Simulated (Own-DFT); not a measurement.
# Strain and stress in diamond germanium, 64 atoms (Ge64)

These are calculations, not measurements. They come from Own-DFT, an in-house plane-wave density functional program, since retired, whose code no person has reviewed. Each row is one single-point run on a periodic cell that was not relaxed, without spin or spin-orbit coupling.

Settings of every run: PBE; PseudoDojo norm-conserving scalar-relativistic files; cutoff 42 hartree; 3 x 3 x 3 k mesh centred on Gamma; Fermi-Dirac smearing of 0.1 eV.

Known limits: forces on such cells moved up to 12 meV/angstrom on a denser k mesh; stress not checked against mesh or cutoff.

Unstrained cell vectors in Å: (11.316, 0.000, 0.000); (0.000, 11.316, 0.000); (0.000, 0.000, 11.316). The unstrained cell has measured lattice constants (interpolated for alloys), not those of this functional. That, the random moves and any unrelaxed bonds set the pressure at no strain. Each run strains this cell uniformly, with the atoms carried along. Every atom was also moved at random, by a Gaussian of width 0.08 Å on each axis. Strain is the symmetric tensor, in per cent. Stress is positive in tension, and the pressure is minus a third of its trace.

```
run  e_xx (%)  e_yy (%)  e_zz (%)  e_yz (%)  e_xz (%)  e_xy (%)  s_xx (GPa)  s_yy (GPa)  s_zz (GPa)  s_yz (GPa)  s_xz (GPa)  s_xy (GPa)  P (GPa)  E (meV/atom)
  1     -3.34      3.54      3.15      4.14      4.67      2.53       -6.54       -3.33       -3.94        3.92        6.90        3.31     4.60         118.0
  2     -2.24      2.36     -3.31     -2.15     -0.01     -4.47      -10.49       -7.50      -10.43       -5.56       -1.19       -8.14     9.47         154.6
  3      0.07      3.47     -3.69     -1.25     -2.18      1.14       -5.61       -3.24       -7.37       -1.22       -3.14        0.63     5.40          46.0
  4     -1.84     -4.61      2.44      4.87      3.23     -2.56      -12.32      -12.96       -8.71        9.50        8.75       -7.86    11.33         234.9
  5      3.21      2.42      0.71     -1.93     -2.47      0.53       -0.36       -0.67       -1.83       -1.59       -3.02       -0.81     0.95          21.5
  6      4.84     -0.33     -0.31      4.17      4.84      1.09       -2.17       -4.74       -5.30        5.46        7.33        0.56     4.07         117.7
  7     -2.96      4.72     -3.44      0.00      3.40      0.74       -8.81       -4.09       -9.55       -1.92        6.05        1.44     7.48         112.1
  8     -4.80     -2.76     -1.75      1.77     -1.40      4.55      -17.36      -16.05      -15.42        6.35       -4.77       11.13    16.28         260.6
  9      3.71      1.16      3.59      0.94     -0.24     -2.48        0.73       -0.51        0.76        0.91       -0.33       -2.84    -0.33           0.0
 10     -0.69      1.61     -3.29     -1.33      1.36     -4.35       -8.44       -7.01       -9.29       -1.43        3.02       -7.12     8.25         111.8
 11      1.41      4.43      2.17      3.62      0.64     -2.06       -1.38        0.17       -0.84        4.69        0.96       -3.01     0.69          46.1
 12      2.71      2.97     -0.80     -1.70      4.29      2.78       -3.03       -2.10       -4.48       -3.57        7.55        5.15     3.20          85.1
 13     -1.56     -1.02     -4.05     -4.12      2.54     -0.51      -11.99      -11.89      -13.79       -9.55        3.92       -1.21    12.56         179.0
 14     -2.99     -0.26      4.26      4.01      4.36     -0.09       -7.74       -6.59       -3.68        6.06        7.34       -1.13     6.00         125.5
 15     -3.91     -1.46      0.54      2.23     -2.39      3.15      -11.41      -10.95       -9.25        4.98       -5.68        5.48    10.54         156.2
 16     -2.75      0.55      2.83      2.00      1.94      2.85       -7.04       -6.00       -4.08        2.38        2.86        5.34     5.71          90.8
 17      0.18     -0.46      0.57     -4.87      3.33     -1.24       -6.58       -7.01       -6.76       -8.84        6.49        0.27     6.78         116.2
 18     -1.86      1.45     -0.41     -0.63      1.42     -0.08           ?           ?           ?           ?           ?           ?        ?             ?
```

E is the free energy for each atom above the lowest run shown.

## Worked fit

Each stress component was fitted by least squares to a constant and the strains of the runs shown, as fractions, with shears doubled. Shear strains stay in the fit of a normal stress only where such slopes are resolved. The slopes, in GPa:

| stress | at no strain | per e_xx | per e_yy | per e_zz | scatter |
|---|---|---|---|---|---|
| s_xx | -7.1 | 115 ± 7 | 84 ± 8 | 64 ± 7 | 0.82 |
| s_yy | -7.0 | 68 ± 6 | 136 ± 7 | 56 ± 6 | 0.65 |
| s_zz | -7.0 | 64 ± 7 | 76 ± 8 | 116 ± 7 | 0.81 |

Each shear stress against twice its own strain: yz 88 ± 7, xz 88 ± 7, xy 93 ± 9 GPa. These are stiffnesses along x, y and z of the frame in which the cell vectors are given, which need not be the crystal's axes. The atoms are held to the strained lattice; where symmetry lets them move under strain, relaxing them would lower some slopes. The table should be nearly symmetric about its diagonal, and what it lacks of that shows the noise. A ninth of its sum, 87 ± 4 GPa, estimates the bulk modulus near the mean pressure of these runs, 6.6 GPa, so it lies above the value at zero pressure.

## Withheld run

Question: what normal stresses and pressure should run 18 give?

The fit gives s_xx = -8.3, s_yy = -6.5, s_zz = -7.5 and P = 7.5 GPa. The calculation gave -7.11, -5.12, -6.52 and P = 6.25 GPa.
